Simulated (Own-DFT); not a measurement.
# Response to strain: wurtzite GaN, 96 atoms (Ga48N48)

These are calculations, not measurements. The program, named Own-DFT, is a retired in-house plane-wave density functional code that no person has reviewed. Each row is one single-point run on a periodic cell that was not relaxed, without spin or spin-orbit coupling.

Settings of every run: PBE; PseudoDojo norm-conserving scalar-relativistic files; cutoff 42 hartree; 3 x 4 x 3 k mesh centred on Gamma; Fermi-Dirac smearing of 0.1 eV.

Known limits: forces on such cells passed a denser k mesh, each cell not checked; stress not checked against mesh or cutoff.

Unstrained cell vectors in Å: (12.756, 0.000, 0.000); (-4.784, 8.285, 0.000); (0.000, 0.000, 10.370). The unstrained cell has measured lattice constants (interpolated for alloys), not those of this functional. That, the random moves and any unrelaxed bonds set the pressure at no strain. Each run strains this cell uniformly, with the atoms carried along. Every atom was also moved at random, by a Gaussian of width 0.05 Å on each axis. Strain is the symmetric tensor, in per cent. Stress is positive in tension, and the pressure is minus a third of its trace.

| run | e_xx (%) | e_yy (%) | e_zz (%) | e_yz (%) | e_xz (%) | e_xy (%) | s_xx (GPa) | s_yy (GPa) | s_zz (GPa) | s_yz (GPa) | s_xz (GPa) | s_xy (GPa) | P (GPa) | E (meV/atom) |
|---|---|---|---|---|---|---|---|---|---|---|---|---|---|---|
| 1 | -1.85 | -0.58 | -0.27 | -1.23 | -0.58 | 1.18 | -16.16 | -12.26 | -12.04 | -2.21 | -1.14 | 4.82 | 13.48 | 32.1 |
| 2 | 1.53 | 0.46 | 0.27 | 1.44 | 1.75 | -0.32 | -1.56 | -4.82 | -5.08 | 3.22 | 3.97 | -1.39 | 3.82 | 14.9 |
| 3 | -0.82 | 0.37 | 1.27 | 1.98 | -1.80 | -0.56 | -9.42 | -6.13 | -2.51 | 3.87 | -3.35 | -1.99 | 6.02 | 11.7 |
| 4 | -1.05 | -1.72 | 0.37 | -0.87 | 0.59 | -1.47 | -13.76 | -17.42 | -7.73 | -1.88 | 1.58 | -5.07 | 12.97 | 33.3 |
| 5 | 0.49 | -0.36 | 0.89 | -1.74 | 0.28 | 0.63 | -7.84 | -7.29 | -2.33 | -3.02 | 1.08 | 2.25 | 5.82 | 12.8 |
| 6 | -0.30 | 1.06 | 0.17 | 1.64 | -1.75 | 1.00 | -6.01 | -5.40 | -6.23 | 4.18 | -3.44 | 3.18 | 5.88 | 11.0 |
| 7 | 0.02 | 1.01 | -0.39 | 0.58 | -1.15 | -0.44 | -6.55 | -3.80 | -8.89 | 0.70 | -3.16 | -1.51 | 6.41 | 11.2 |
| 8 | 1.94 | -0.34 | -0.22 | 0.01 | -1.41 | 0.80 | 0.62 | -6.82 | -8.20 | 0.34 | -1.99 | 1.84 | 4.80 | 0.0 |
| 9 | 0.45 | -1.73 | -0.36 | -0.43 | -0.41 | 0.44 | -8.42 | -14.88 | -10.36 | -0.67 | -1.32 | 0.79 | 11.22 | 29.4 |
| 10 | 0.72 | -0.61 | 1.67 | 0.18 | -0.07 | -1.16 | -3.82 | -8.63 | -0.98 | 1.06 | 0.32 | -3.75 | 4.48 | 10.7 |
| 11 | -1.18 | -0.14 | -1.35 | -0.50 | -0.05 | 1.72 | -14.15 | -10.14 | -15.80 | -1.28 | 0.40 | 4.09 | 13.36 | 32.3 |
| 12 | 1.51 | -1.57 | 1.26 | 0.59 | 0.40 | -1.89 | -3.61 | -13.06 | -0.72 | 1.34 | 0.57 | -6.19 | 5.80 | 14.4 |
| 13 | -0.48 | 0.83 | -1.39 | 0.62 | 1.97 | 1.47 | -9.37 | -4.81 | -14.89 | 0.53 | 3.97 | 2.96 | 9.69 | 17.2 |
| 14 | 1.17 | 1.46 | -1.15 | -1.13 | 0.57 | 0.06 | -1.75 | -1.64 | -10.92 | -1.70 | 1.33 | 0.84 | 4.77 | 6.5 |
| 15 | 0.14 | 1.36 | -1.46 | 0.47 | 1.02 | -1.26 | -7.16 | -2.50 | -14.07 | 1.64 | 2.58 | -3.99 | 7.91 | 20.0 |
| 16 | 1.78 | -1.07 | -1.02 | 1.96 | 1.18 | 1.09 | -2.69 | -11.92 | -11.59 | 3.56 | 2.01 | 4.55 | 8.73 | 29.9 |
| 17 | -1.88 | 1.44 | 1.17 | 0.50 | -1.08 | -0.90 | -12.97 | -1.97 | -4.01 | 0.90 | -2.73 | -3.72 | 6.31 | 12.1 |
| 18 | -1.26 | 1.81 | -1.10 | 0.31 | -0.72 | -0.55 | ? | ? | ? | ? | ? | ? | ? | ? |

E is the free energy for each atom above the lowest run shown.

## Worked fit

Each stress component was fitted by least squares to a constant and the strains of the runs shown, as fractions, with shears doubled. Shear strains stay in the fit of a normal stress only where such slopes are resolved. The slopes, in GPa:

```
stress  at no strain  per e_xx  per e_yy  per e_zz  scatter
  s_xx          -7.8  403 ± 19  136 ± 22   66 ± 23     0.91
  s_yy          -7.9   92 ± 18  439 ± 21   59 ± 22     0.87
  s_zz          -8.0  104 ± 14   57 ± 16  473 ± 17     0.68
```

Each shear stress against twice its own strain: yz 93 ± 6, xz 104 ± 7, xy 157 ± 13 GPa. These are stiffnesses along x, y and z of the frame in which the cell vectors are given, which need not be the crystal's axes. The atoms are held to the strained lattice; where symmetry lets them move under strain, relaxing them would lower some slopes. The table should be nearly symmetric about its diagonal, and what it lacks of that shows the noise. A ninth of its sum, 203 ± 4 GPa, estimates the bulk modulus near the mean pressure of these runs, 7.7 GPa, so it lies above the value at zero pressure.

## Withheld run

Question: what normal stresses and pressure should run 18 give?

The fit gives s_xx = -11.1, s_yy = -1.8, s_zz = -13.4 and P = 8.8 GPa. The calculation gave -11.38, -3.30, -12.40 and P = 9.03 GPa.
